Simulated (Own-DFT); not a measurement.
# Response to strain: wurtzite AlN, 128 atoms (Al64N64)

These are calculations, not measurements. They come from Own-DFT, an in-house plane-wave density functional program, since retired, whose code no person has reviewed. Each row is one single-point run on a periodic cell that was not relaxed, without spin or spin-orbit coupling.

Settings of every run: PBE; PseudoDojo norm-conserving scalar-relativistic files; cutoff 42 hartree; 3 x 3 x 3 k mesh centred on Gamma; Gaussian smearing of 0.01 eV.

Known limits: k mesh not checked against a denser one; stress not checked against mesh or cutoff.

Unstrained cell vectors in Å: (12.448, 0.000, 0.000); (-6.224, 10.780, 0.000); (0.000, 0.000, 9.964). The unstrained cell has measured lattice constants (interpolated for alloys), not those of this functional. That, the random moves and any unrelaxed bonds set the pressure at no strain. Each run strains this cell uniformly, with the atoms carried along. Every atom was also moved at random, by a Gaussian of width 0.05 Å on each axis. Strain is the symmetric tensor, in per cent. Stress is positive in tension, and the pressure is minus a third of its trace.

```
run,e_xx (%),e_yy (%),e_zz (%),e_yz (%),e_xz (%),e_xy (%),s_xx (GPa),s_yy (GPa),s_zz (GPa),s_yz (GPa),s_xz (GPa),s_xy (GPa),P (GPa),E (meV/atom)
1,1.77,0.40,-0.49,-0.99,1.12,0.04,2.91,-1.52,-8.48,-3.07,3.31,0.85,2.36,5.4
2,1.52,0.74,1.24,1.14,-1.13,-1.61,2.24,0.21,0.19,2.52,-2.94,-5.12,-0.88,9.9
3,0.88,-1.14,1.31,1.86,0.92,1.83,-1.74,-9.94,-0.06,4.84,2.79,4.29,3.91,23.5
4,0.49,-1.80,-1.39,1.83,-1.80,0.31,-5.89,-15.35,-14.91,4.27,-5.24,0.30,12.05,38.9
5,1.90,1.55,-1.28,1.34,1.79,-1.97,3.17,1.34,-9.09,3.03,4.66,-5.75,1.53,20.1
6,0.80,1.52,0.66,0.85,-1.43,1.53,-0.27,2.27,-2.07,1.80,-3.09,4.90,0.02,13.1
7,-0.53,-1.84,0.94,1.05,-1.18,-1.12,-10.03,-16.26,-1.72,1.64,-3.09,-4.32,9.34,26.8
8,1.49,-0.60,0.38,-1.57,0.62,-1.19,0.70,-6.05,-4.12,-3.77,1.53,-4.15,3.16,14.4
9,-1.06,1.64,1.66,1.83,-1.99,-0.55,-8.40,1.33,2.03,4.17,-3.73,-1.75,1.68,23.4
10,1.69,-1.72,-0.27,1.67,0.09,-0.42,-1.08,-12.39,-6.07,3.99,0.10,-2.46,6.51,22.3
11,-1.76,-0.72,-0.79,1.23,0.87,-0.18,-17.54,-12.42,-9.83,2.57,2.11,-0.84,13.27,39.7
12,0.61,-0.29,0.79,-1.96,0.25,-0.59,-2.26,-5.52,-1.88,-4.63,-0.01,-1.53,3.22,0.0
13,-1.49,0.45,-0.68,1.18,-1.17,1.31,-13.00,-5.71,-8.96,2.78,-3.55,5.67,9.22,9.2
14,-1.66,0.10,1.28,1.05,-1.70,0.94,-12.00,-6.97,-1.43,2.66,-3.64,3.19,6.80,21.0
15,-0.89,1.83,-0.38,1.85,0.88,-0.73,-8.87,2.07,-7.93,4.62,2.80,-1.86,4.91,24.5
16,1.99,0.49,0.37,-1.17,0.43,-1.03,?,?,?,?,?,?,?,?
```

E is the free energy for each atom above the lowest run shown.

## Worked fit

Each stress component was fitted by least squares to a constant and the strains of the runs shown, as fractions, with shears doubled. Shear strains stay in the fit of a normal stress only where such slopes are resolved. The slopes, in GPa:

```
stress,at no strain,per e_xx,per e_yy,per e_zz,scatter
s_xx,-6.2,479 ± 16,103 ± 16,89 ± 21,0.79
s_yy,-6.1,123 ± 16,485 ± 16,66 ± 21,0.80
s_zz,-6.0,39 ± 21,41 ± 21,461 ± 27,1.03
```

Each shear stress against twice its own strain: yz 122 ± 4, xz 133 ± 6, xy 160 ± 5 GPa. These are stiffnesses along x, y and z of the frame in which the cell vectors are given, which need not be the crystal's axes. The atoms are held to the strained lattice; where symmetry lets them move under strain, relaxing them would lower some slopes. The table should be nearly symmetric about its diagonal, and what it lacks of that shows the noise. A ninth of its sum, 210 ± 4 GPa, estimates the bulk modulus near the mean pressure of these runs, 5.1 GPa, so it lies above the value at zero pressure.

## Withheld run

Question: what normal stresses and pressure should run 16 give?

The fit gives s_xx = 4.2, s_yy = -1.0, s_zz = -3.3 and P = 0.1 GPa. The calculation gave 3.08, -0.37, -2.15 and P = -0.19 GPa.
